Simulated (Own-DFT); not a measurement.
TiSi$_{2}$ (C49 TiSi2 crystal, atoms displaced) (calculated)

All values are calculated (Own-DFT development build). A calculation, not a measurement: plane-wave density functional theory by an unreviewed code, no spin, of a simulated periodic cell, stress positive in tension, run twice, with PBE and with PBEsol, both on files made for PBE, so the change isn't that of files made for PBEsol, forces on such cells moved up to 12 meV/angstrom on a denser k mesh; the far tail of each file's local potential was reset to the Coulomb form; each entry is a single point on an unrelaxed cell, so the pressure reflects the starting lattice, taken from the Materials Project, from which strain is counted, and rises with the displacements; printed positions are rounded, which can move forces by about a meV/angstrom; the program, named Own-DFT, is a retired in-house code; no spin-orbit coupling; stress was not checked against mesh or cutoff.

Settings shared by all entries: functional PBE, then PBEsol; potential files PseudoDojo norm-conserving, scalar-relativistic, standard set; wave cutoff 42 hartree; occupations cold (Marzari-Vanderbilt); smearing width 0.2 eV; k mesh 4 x 4 x 4 centred on Gamma.

(1) TiSi$_{2}$ (C49 TiSi2 crystal, atoms displaced)

```
TiSi2
1.0
      5.2953    -6.7593     3.5652
      7.0604     0.0000    -7.1303
      5.2953     6.7593     3.5652
Ti Si Ti Si Ti Si Ti Si Ti Si Ti Si Ti Si Ti Si Ti Si Ti Si
2 4 2 4 2 4 2 4 2 4 2 4 2 4 2 4 2 4 2 4
Direct
  0.94993 0.92439 0.15289
  0.85038 0.87347 0.65315
  0.60527 0.92662 0.49013
  0.19465 0.87676 0.30511
  0.89474 0.02863 0.40099
  0.89869 0.77600 0.39907
  0.95057 0.42663 0.15450
  0.85432 0.37278 0.65434
  0.60795 0.42628 0.49067
  0.19006 0.37553 0.30901
  0.89849 0.52619 0.40101
  0.90180 0.27607 0.40515
  0.74931 0.72320 0.95186
  0.65009 0.67549 0.44251
  0.40597 0.72369 0.29409
  0.99096 0.67342 0.10883
  0.70023 0.82267 0.20126
  0.70624 0.57056 0.19959
  0.55006 0.02717 0.75061
  0.45378 0.97523 0.24718
  0.21035 0.02856 0.09129
  0.78670 0.97630 0.90906
  0.49874 0.12583 0.00365
  0.50032 0.87475 0.00027
  0.74800 0.22328 0.95526
  0.65081 0.17804 0.44237
  0.40809 0.22691 0.28767
  0.99162 0.17760 0.10946
  0.69934 0.32286 0.19620
  0.70203 0.07111 0.19405
  0.54537 0.52556 0.74992
  0.45357 0.47233 0.24417
  0.20512 0.52781 0.09218
  0.79072 0.47370 0.90837
  0.50339 0.62356 0.00034
  0.49868 0.37895 0.99777
  0.34832 0.82602 0.55160
  0.25175 0.77279 0.04611
  0.00725 0.82280 0.89215
  0.59197 0.77495 0.71106
  0.29833 0.92440 0.80373
  0.29824 0.67692 0.80029
  0.34284 0.32446 0.55603
  0.25665 0.27619 0.04977
  0.00671 0.32322 0.89056
  0.59048 0.27513 0.70551
  0.30306 0.42243 0.79442
  0.29823 0.17242 0.79905
  0.14579 0.62545 0.35467
  0.05146 0.57278 0.84498
  0.80934 0.62605 0.69351
  0.39253 0.57733 0.51275
  0.09786 0.72441 0.60075
  0.10014 0.47197 0.60369
  0.14607 0.12595 0.35508
  0.05462 0.07360 0.84336
  0.80995 0.12654 0.68902
  0.39188 0.06857 0.51206
  0.09716 0.22156 0.60044
  0.10470 0.97435 0.59959
```

```
PBE pressure                                      : 1.95 GPa
PBE stress xx                                     : -1.98 GPa
PBE stress yy                                     : -1.64 GPa
PBE stress zz                                     : -2.24 GPa
PBE stress yz                                     : 0.11 GPa
PBE stress xz                                     : -0.11 GPa
PBE stress xy                                     : -0.03 GPa
PBEsol pressure                                   : -1.37 GPa
PBEsol stress xx                                  : 1.44 GPa
PBEsol stress yy                                  : 1.93 GPa
PBEsol stress zz                                  : 0.75 GPa
PBEsol stress yz                                  : 0.11 GPa
PBEsol stress xz                                  : -0.12 GPa
PBEsol stress xy                                  : -0.03 GPa
rms change of force components from PBE to PBEsol : 0.018 eV/Å
```

Force:
```csv
force element,PBE force x (eV/Å),PBE force y (eV/Å),PBE force z (eV/Å),PBEsol force x (eV/Å),PBEsol force y (eV/Å),PBEsol force z (eV/Å)
Ti,-0.089,0.214,-0.215,-0.091,0.201,-0.216
Ti,-0.121,-0.757,-0.459,-0.121,-0.731,-0.452
Si,0.218,-0.354,0.61,0.213,-0.405,0.612
Si,-0.073,0.408,0.022,-0.072,0.463,0.02
Si,-0.024,-0.216,0.354,-0.021,-0.213,0.352
Si,0.209,0.053,0.056,0.209,0.049,0.056
Ti,-0.508,0.201,0.032,-0.5,0.185,0.028
Ti,-0.467,-0.377,-0.736,-0.463,-0.361,-0.726
Si,-0.007,-0.173,0.078,-0.008,-0.225,0.075
Si,0.204,0.045,0.186,0.199,0.095,0.186
Si,0.146,0.063,0.203,0.152,0.061,0.203
Si,-0.373,-0.107,-0.331,-0.379,-0.108,-0.337
Ti,0.126,0.339,-0.104,0.124,0.317,-0.103
Ti,0.534,0.116,0.359,0.528,0.13,0.355
Si,-0.157,-0.423,-0.034,-0.154,-0.477,-0.029
Si,0.192,0.274,-0.273,0.189,0.328,-0.274
Si,-0.131,-0.125,-0.071,-0.136,-0.119,-0.067
Si,-0.117,0.251,-0.343,-0.116,0.246,-0.346
Ti,-0.26,0.619,0.14,-0.26,0.597,0.141
Ti,-0.156,-0.068,-0.018,-0.155,-0.054,-0.017
Si,-0.319,-0.115,0.058,-0.314,-0.166,0.056
Si,0.186,-0.212,0.388,0.18,-0.169,0.384
Si,-0.188,-0.303,-0.201,-0.185,-0.296,-0.207
Si,0.006,-0.109,0.04,0.008,-0.107,0.041
Ti,-0.229,-0.259,-0.387,-0.226,-0.273,-0.382
Ti,0.069,0.185,0.336,0.07,0.2,0.338
Si,0.101,0.297,0.582,0.1,0.248,0.584
Si,-0.092,0.125,0.272,-0.088,0.18,0.273
Si,0.26,0.09,0.154,0.257,0.092,0.161
Si,0.372,0.321,0.005,0.374,0.313,0.002
Ti,0.382,0.034,0.275,0.376,0.021,0.274
Ti,0.43,0.177,-0.25,0.422,0.185,-0.246
Si,-0.123,-0.397,0.463,-0.122,-0.449,0.466
Si,0.062,0.175,0.008,0.061,0.221,0.008
Si,-0.006,0.128,-0.253,-0.003,0.128,-0.254
Si,-0.201,-0.117,0.283,-0.204,-0.112,0.284
Ti,-0.17,0.34,0.263,-0.17,0.319,0.26
Ti,0.471,-0.058,-0.128,0.467,-0.043,-0.13
Si,0.162,-0.046,-0.196,0.158,-0.093,-0.2
Si,-0.149,-0.004,-0.229,-0.145,0.043,-0.231
Si,-0.034,-0.35,0.052,-0.035,-0.34,0.05
Si,-0.138,-0.142,0.262,-0.139,-0.139,0.268
Ti,-0.175,-0.744,0.045,-0.168,-0.747,0.046
Ti,-0.56,-0.007,-0.534,-0.553,0.01,-0.525
Si,0.449,-0.201,0.333,0.44,-0.255,0.326
Si,0.219,0.153,0.146,0.216,0.205,0.148
Si,0.301,0.598,-0.027,0.302,0.586,-0.028
Si,0.352,-0.087,0.016,0.351,-0.088,0.012
Ti,0.071,-0.073,0.035,0.067,-0.09,0.031
Ti,0.417,0.042,0.132,0.413,0.061,0.125
Si,-0.46,-0.169,-0.105,-0.45,-0.218,-0.101
Si,-0.612,0.124,-0.068,-0.599,0.178,-0.066
Si,0.034,-0.029,-0.04,0.03,-0.027,-0.037
Si,-0.122,-0.12,-0.273,-0.124,-0.118,-0.272
Ti,-0.109,-0.165,0.051,-0.107,-0.176,0.05
Ti,0.158,0.607,0.159,0.157,0.61,0.154
Si,-0.202,0.071,0.201,-0.198,0.025,0.205
Si,0.309,0.05,-1.208,0.305,0.101,-1.213
Si,0.342,-0.053,-0.054,0.348,-0.051,-0.05
Si,-0.409,0.258,-0.061,-0.408,0.252,-0.062
```

(2) TiSi$_{2}$ (C49 TiSi2 crystal, atoms displaced)

```
TiSi2
1.0
      5.2953    -6.7593     3.5652
      7.0604     0.0000    -7.1303
      5.2953     6.7593     3.5652
Ti Si Ti Si Ti Si Ti Si Ti Si Ti Si Ti Si Ti Si Ti Si Ti Si
2 4 2 4 2 4 2 4 2 4 2 4 2 4 2 4 2 4 2 4
Direct
  0.94675 0.92536 0.15389
  0.85099 0.87517 0.64652
  0.60595 0.92598 0.49079
  0.19235 0.87816 0.30778
  0.90135 0.02336 0.39901
  0.89899 0.77507 0.39759
  0.94475 0.42529 0.15640
  0.84930 0.37483 0.64995
  0.60867 0.42538 0.49126
  0.19109 0.37561 0.30569
  0.90039 0.52438 0.40267
  0.89705 0.27687 0.39610
  0.74744 0.72422 0.95140
  0.65246 0.67717 0.44611
  0.40780 0.72286 0.29441
  0.99107 0.67274 0.10673
  0.69977 0.82673 0.19847
  0.70418 0.57313 0.20129
  0.54800 0.02517 0.75133
  0.45567 0.97587 0.24921
  0.20871 0.02399 0.09018
  0.79160 0.97446 0.90648
  0.49936 0.12705 0.99976
  0.50124 0.87455 0.99594
  0.74945 0.22243 0.95133
  0.65438 0.17385 0.44598
  0.40974 0.22632 0.29653
  0.99536 0.17439 0.10546
  0.70263 0.32588 0.20169
  0.69948 0.07433 0.19786
  0.54642 0.52445 0.75012
  0.45294 0.47379 0.24717
  0.20840 0.52736 0.09177
  0.79725 0.47257 0.90663
  0.50034 0.62334 0.00109
  0.49765 0.37799 0.99943
  0.34757 0.82419 0.54941
  0.25238 0.77179 0.04887
  0.00566 0.82647 0.88893
  0.58964 0.77349 0.70718
  0.29901 0.92370 0.80029
  0.29881 0.67557 0.80126
  0.34561 0.32385 0.55384
  0.25690 0.27449 0.04594
  0.01057 0.32642 0.89165
  0.59132 0.27412 0.70851
  0.29998 0.42301 0.79617
  0.30374 0.17381 0.79744
  0.14288 0.62387 0.35004
  0.05373 0.57627 0.84459
  0.80789 0.62386 0.69242
  0.39163 0.57606 0.51074
  0.09427 0.72674 0.60139
  0.09930 0.47396 0.60040
  0.14411 0.12849 0.35080
  0.05471 0.07215 0.84633
  0.81088 0.12462 0.69442
  0.39405 0.07357 0.50667
  0.10222 0.22304 0.60060
  0.10204 0.97359 0.60212
```

```
PBE pressure                                      : 2.03 GPa
PBE stress xx                                     : -1.76 GPa
PBE stress yy                                     : -1.99 GPa
PBE stress zz                                     : -2.33 GPa
PBE stress yz                                     : 0.09 GPa
PBE stress xz                                     : -0.07 GPa
PBE stress xy                                     : 0.03 GPa
PBEsol pressure                                   : -1.3 GPa
PBEsol stress xx                                  : 1.66 GPa
PBEsol stress yy                                  : 1.59 GPa
PBEsol stress zz                                  : 0.64 GPa
PBEsol stress yz                                  : 0.09 GPa
PBEsol stress xz                                  : -0.07 GPa
PBEsol stress xy                                  : 0.03 GPa
rms change of force components from PBE to PBEsol : 0.019 eV/Å
```

Force:
```csv
force element,PBE force x (eV/Å),PBE force y (eV/Å),PBE force z (eV/Å),PBEsol force x (eV/Å),PBEsol force y (eV/Å),PBEsol force z (eV/Å)
Ti,-0.215,-0.271,0.017,-0.212,-0.283,0.015
Ti,-0.031,-0.133,-0.05,-0.028,-0.117,-0.045
Si,0.147,-0.365,0.451,0.144,-0.418,0.454
Si,-0.256,0.184,0.226,-0.253,0.237,0.228
Si,0.137,0.156,-0.14,0.139,0.154,-0.143
Si,0.056,0.051,0.045,0.053,0.048,0.045
Ti,-0.134,-0.629,0.067,-0.131,-0.633,0.067
Ti,0.036,-0.607,0.133,0.04,-0.581,0.131
Si,-0.066,-0.096,0.016,-0.064,-0.144,0.016
Si,0.12,0.21,0.146,0.116,0.264,0.145
Si,-0.035,0.114,-0.07,-0.034,0.111,-0.073
Si,0.282,0.166,0.548,0.283,0.16,0.555
Ti,-0.047,0.136,0.023,-0.045,0.117,0.021
Ti,-0.078,-0.029,0.242,-0.077,-0.01,0.241
Si,-0.021,-0.28,-0.335,-0.019,-0.331,-0.335
Si,0.15,0.204,-0.388,0.148,0.256,-0.387
Si,-0.184,0.057,0.12,-0.185,0.059,0.121
Si,-0.055,0.185,-0.419,-0.052,0.18,-0.42
Ti,-0.094,0.147,0.127,-0.094,0.131,0.126
Ti,-0.542,-0.092,-0.276,-0.532,-0.073,-0.271
Si,0.181,-0.325,0.171,0.178,-0.379,0.17
Si,0.052,0.4,0.119,0.051,0.455,0.117
Si,-0.023,-0.098,0.179,-0.023,-0.095,0.177
Si,0.148,0.229,0.092,0.149,0.221,0.092
Ti,0.251,0.297,-0.202,0.246,0.272,-0.2
Ti,0.225,0.17,0.006,0.22,0.187,0.003
Si,-0.392,-0.349,-0.222,-0.385,-0.403,-0.224
Si,-0.028,0.388,-0.197,-0.028,0.445,-0.195
Si,-0.55,0.06,-0.152,-0.555,0.06,-0.155
Si,0.231,-0.045,-0.036,0.235,-0.045,-0.035
Ti,0.316,0.238,0.223,0.312,0.217,0.221
Ti,0.179,-0.062,-0.077,0.174,-0.048,-0.079
Si,-0.351,-0.285,0.294,-0.342,-0.338,0.292
Si,-0.094,0.627,-0.336,-0.095,0.679,-0.337
Si,0.136,-0.071,-0.105,0.141,-0.068,-0.105
Si,-0.043,-0.282,0.31,-0.045,-0.275,0.313
Ti,0.208,0.512,-0.008,0.209,0.487,-0.005
Ti,0.232,-0.262,-0.409,0.225,-0.246,-0.408
Si,0.103,-0.122,0.52,0.1,-0.174,0.521
Si,0.156,0.085,-0.011,0.153,0.132,-0.012
Si,0.076,-0.117,0.07,0.079,-0.113,0.066
Si,-0.151,-0.25,0.083,-0.157,-0.245,0.086
Ti,0.022,-0.301,-0.149,0.021,-0.311,-0.145
Ti,-0.027,0.3,-0.155,-0.027,0.312,-0.153
Si,-0.145,-0.393,0.3,-0.145,-0.449,0.3
Si,0.017,0.053,-0.039,0.018,0.1,-0.038
Si,0.295,0.204,-0.033,0.297,0.2,-0.033
Si,-0.043,0.234,0.011,-0.044,0.228,0.012
Ti,0.669,0.036,0.164,0.66,0.017,0.162
Ti,0.024,0.24,0.18,0.021,0.254,0.176
Si,-0.02,-0.214,-0.29,-0.02,-0.264,-0.291
Si,-0.463,0.18,0.014,-0.455,0.232,0.018
Si,-0.055,-0.428,0.183,-0.056,-0.418,0.188
Si,-0.032,-0.066,-0.08,-0.028,-0.067,-0.08
Ti,0.118,-0.07,0.488,0.116,-0.087,0.486
Ti,0.312,0.049,-0.223,0.307,0.064,-0.221
Si,-0.284,-0.289,-0.336,-0.279,-0.338,-0.337
Si,-0.046,0.547,-0.255,-0.046,0.601,-0.253
Si,-0.16,0.203,-0.277,-0.163,0.199,-0.279
Si,-0.216,-0.129,-0.299,-0.216,-0.126,-0.302
```

(3) TiSi$_{2}$ (C49 TiSi2 crystal, atoms displaced)

```
TiSi2
1.0
      5.2953    -6.7593     3.5652
      7.0604     0.0000    -7.1303
      5.2953     6.7593     3.5652
Ti Si Ti Si Ti Si Ti Si Ti Si Ti Si Ti Si Ti Si Ti Si Ti Si
2 4 2 4 2 4 2 4 2 4 2 4 2 4 2 4 2 4 2 4
Direct
  0.94553 0.92790 0.15574
  0.85836 0.87346 0.64159
  0.60820 0.92505 0.49530
  0.19269 0.87402 0.30866
  0.89964 0.02304 0.40218
  0.89769 0.77953 0.39644
  0.94533 0.42367 0.15286
  0.85561 0.37116 0.64655
  0.60531 0.42560 0.49360
  0.19529 0.37085 0.31551
  0.89943 0.52506 0.40234
  0.89978 0.27713 0.39862
  0.74532 0.72255 0.95589
  0.65514 0.67528 0.44454
  0.40459 0.72761 0.29074
  0.98635 0.67461 0.10529
  0.70003 0.82489 0.20211
  0.70045 0.57453 0.20036
  0.54738 0.02603 0.75366
  0.45626 0.97384 0.24877
  0.20888 0.02344 0.09209
  0.79329 0.97659 0.90715
  0.50116 0.12349 0.00111
  0.50041 0.87826 0.99834
  0.74646 0.22245 0.95199
  0.65445 0.17597 0.44701
  0.41036 0.22663 0.28862
  0.99288 0.17425 0.11367
  0.70095 0.32612 0.20206
  0.70166 0.07356 0.19852
  0.54636 0.52760 0.75167
  0.45531 0.47180 0.24693
  0.20707 0.52772 0.09064
  0.78878 0.47289 0.91125
  0.49784 0.62648 0.00058
  0.50229 0.37087 0.00074
  0.34761 0.82523 0.55250
  0.25004 0.77756 0.04898
  0.01147 0.82455 0.89033
  0.59162 0.77630 0.70802
  0.30232 0.92473 0.80132
  0.30200 0.67392 0.79902
  0.34717 0.32444 0.55384
  0.25343 0.27393 0.04359
  0.00744 0.32478 0.89275
  0.59638 0.27277 0.70453
  0.30168 0.42692 0.79858
  0.30128 0.16844 0.79985
  0.14530 0.62880 0.35292
  0.05473 0.57193 0.84784
  0.80942 0.62492 0.69427
  0.39061 0.57179 0.50630
  0.09992 0.72219 0.59948
  0.09973 0.46975 0.59957
  0.14585 0.13003 0.35040
  0.05253 0.07784 0.84493
  0.81031 0.12600 0.69153
  0.39167 0.07465 0.51103
  0.09721 0.22424 0.60090
  0.09841 0.97616 0.59839
```

```
PBE pressure                                      : 2.11 GPa
PBE stress xx                                     : -1.82 GPa
PBE stress yy                                     : -2.22 GPa
PBE stress zz                                     : -2.29 GPa
PBE stress yz                                     : 0.25 GPa
PBE stress xz                                     : -0.01 GPa
PBE stress xy                                     : 0.06 GPa
PBEsol pressure                                   : -1.21 GPa
PBEsol stress xx                                  : 1.6 GPa
PBEsol stress yy                                  : 1.35 GPa
PBEsol stress zz                                  : 0.69 GPa
PBEsol stress yz                                  : 0.25 GPa
PBEsol stress xz                                  : -0.01 GPa
PBEsol stress xy                                  : 0.05 GPa
rms change of force components from PBE to PBEsol : 0.019 eV/Å
```

Force:
```csv
force element,PBE force x (eV/Å),PBE force y (eV/Å),PBE force z (eV/Å),PBEsol force x (eV/Å),PBEsol force y (eV/Å),PBEsol force z (eV/Å)
Ti,-0.397,-0.532,0.189,-0.392,-0.54,0.189
Ti,0.26,1.005,-0.035,0.257,1.006,-0.041
Si,-0.057,-0.412,-0.161,-0.057,-0.469,-0.164
Si,0.219,0.441,-0.494,0.214,0.496,-0.495
Si,0.202,-0.192,-0.418,0.202,-0.187,-0.422
Si,-0.061,-0.071,0.564,-0.058,-0.07,0.572
Ti,0.407,-0.178,0.129,0.4,-0.188,0.127
Ti,0.268,0.377,-0.533,0.262,0.385,-0.524
Si,0.099,-0.563,0.081,0.096,-0.62,0.08
Si,-0.088,-0.127,-1.252,-0.087,-0.077,-1.248
Si,0.014,-0.145,-0.149,0.016,-0.14,-0.155
Si,-0.09,-0.008,0.203,-0.091,-0.01,0.208
Ti,0.025,-0.353,-0.468,0.021,-0.364,-0.461
Ti,0.011,0.491,0.02,0.013,0.5,0.016
Si,0.025,-0.388,0.729,0.026,-0.44,0.728
Si,0.485,0.124,0.258,0.478,0.176,0.256
Si,-0.212,-0.086,-0.117,-0.218,-0.081,-0.119
Si,-0.033,0.029,-0.053,-0.031,0.027,-0.056
Ti,-0.074,-0.179,0.189,-0.077,-0.187,0.185
Ti,-0.095,0.198,-0.337,-0.098,0.209,-0.334
Si,0.206,-0.125,-0.261,0.203,-0.177,-0.262
Si,-0.237,0.12,0.398,-0.231,0.176,0.395
Si,0.028,0.03,-0.168,0.027,0.029,-0.171
Si,-0.098,0.141,0.41,-0.095,0.137,0.415
Ti,0.413,0.014,-0.008,0.408,-0.002,-0.005
Ti,-0.199,0.068,0.045,-0.193,0.086,0.043
Si,-0.159,-0.028,0.487,-0.157,-0.078,0.489
Si,-0.326,-0.092,-0.476,-0.32,-0.041,-0.475
Si,-0.275,-0.069,0.049,-0.277,-0.065,0.049
Si,0.211,0.158,-0.111,0.214,0.153,-0.109
Ti,-0.12,-0.06,0.344,-0.119,-0.073,0.338
Ti,0.14,0.178,-0.523,0.14,0.193,-0.513
Si,-0.008,0.149,0.607,-0.008,0.101,0.607
Si,-0.051,-0.03,-0.142,-0.049,0.022,-0.141
Si,-0.003,0.026,0.163,-0.001,0.025,0.167
Si,0.073,-0.037,-0.354,0.075,-0.036,-0.356
Ti,-0.049,0.089,0.122,-0.048,0.07,0.124
Ti,-0.229,-0.459,0.173,-0.224,-0.439,0.172
Si,-0.124,-0.007,-0.237,-0.121,-0.061,-0.234
Si,0.039,0.173,0.257,0.037,0.229,0.26
Si,-0.377,0.105,-0.066,-0.385,0.104,-0.065
Si,0.001,0.164,-0.183,0.001,0.158,-0.187
Ti,0.034,-0.02,0.271,0.033,-0.04,0.265
Ti,0.296,0.223,0.028,0.294,0.237,0.031
Si,-0.016,-0.052,0.109,-0.017,-0.104,0.111
Si,0.153,0.634,-0.269,0.148,0.688,-0.264
Si,-0.211,0.126,0.304,-0.217,0.126,0.309
Si,0.412,0.019,-0.543,0.42,0.018,-0.551
Ti,-0.521,-0.162,0.418,-0.511,-0.179,0.416
Ti,0.032,0.008,-0.318,0.034,0.024,-0.316
Si,-0.235,-0.154,0.042,-0.232,-0.205,0.043
Si,0.325,0.229,-0.434,0.319,0.283,-0.436
Si,0.098,-0.046,-0.05,0.094,-0.044,-0.056
Si,0.384,-0.07,-0.221,0.386,-0.069,-0.219
Ti,-0.131,0.155,0.913,-0.13,0.14,0.904
Ti,-0.058,0.118,0.524,-0.06,0.128,0.518
Si,-0.343,-0.333,0.288,-0.336,-0.389,0.287
Si,-0.129,-0.076,-0.359,-0.126,-0.027,-0.363
Si,0.06,-0.282,0.142,0.06,-0.274,0.142
Si,0.09,-0.255,0.286,0.089,-0.251,0.293
```
